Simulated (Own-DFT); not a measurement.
# How HSE06 shifts the pressure of corundum Al2O3, 78 atoms (Al32O46), with two O vacancies

Calculated, not measured. Each geometry was run twice at fixed positions with Own-DFT, a retired in-house plane-wave program that no person has reviewed: with PBE, and with HSE06 (exact exchange share 0.25 at short range, screening 0.11 per bohr, Gygi-Baldereschi treatment of its divergence). Both used PseudoDojo norm-conserving files made for PBE, a cutoff of 48 hartree, the Gamma point alone, fixed occupations, a neutral cell and no spin. The unstrained cell is 7.9 Å across at its thinnest, so Gamma alone is coarse and defects feel their images. The oxygen file's force components were 24 meV/Å off all-electron values in a glass.

Unstrained cell vectors in Å: (5.494, 0.000, 8.660); (-2.747, 4.758, 8.660); (-2.747, -4.758, 8.660), volume V0 = 679.1 Å³, from measured lattice constants. Each geometry has its own random strain of a few per cent, its own defect sites and random moves of rms u per axis. HSE06 gave the energy alone. D is its energy less that of PBE, over the lowest D shown. The PBE stress wasn't checked against mesh or cutoff.

| run | V - V0 (Å³) | u (Å) | P with PBE (GPa) | D (eV) |
|---|---|---|---|---|
| 1 | -29.7 | 0.0512 | 22.55 | 0.000 |
| 2 | -3.9 | 0.0477 | 10.13 | 1.042 |
| 3 | -4.4 | 0.0313 | 9.07 | 0.901 |
| 4 | 18.6 | 0.0533 | 2.81 | 1.899 |
| 5 | -13.2 | 0.0511 | 15.24 | 0.677 |
| 6 | -16.6 | 0.0492 | 15.81 | 0.519 |
| 7 | -2.2 | 0.0296 | 8.05 | 1.009 |
| 8 | 16.2 | 0.0296 | 1.66 | 1.698 |
| 9 | -10.8 | 0.0294 | 11.42 | 0.646 |
| 10 | -7.5 | 0.0481 | 11.17 | 0.925 |
| 11 | -4.8 | 0.0506 | 10.42 | 1.028 |
| 12 | -4.8 | 0.0504 | 11.68 | 1.027 |
| 13 | 15.6 | 0.0521 | 3.66 | ? |

## Fit

D = 1.02 + 0.0391 (V - V0) + 68 u² eV, with an error of 0.0007 on the volume slope, 11 on the last term and a scatter of 0.03 eV. Pressure is -dE/dV, and 1 eV/Å³ is 160.2 GPa, so HSE06 changes the pressure by -6.3 ± 0.1 GPa. With the ions held to the strained lattice, the PBE pressure falls by 272 ± 12 GPa per unit of volume strain; the shape of the strain isn't fitted, so the true error is larger, and a relaxed crystal would be softer. On that slope HSE06's volume at a given pressure is about 2.3 % smaller, or 0.8 % in lengths. At u = 0 and V0 the PBE pressure is 6.2 GPa, which puts the zero-pressure volume, against the measured cell and with the defects in, at +2.3 % for PBE and -0.0 % for HSE06, each good to a few tenths of a per cent.

## Test on the hidden row

Q: what D should run 13 give?

Estimate: 1.81 eV, with rows scattering by 0.03. The calculation gave 1.785 eV.
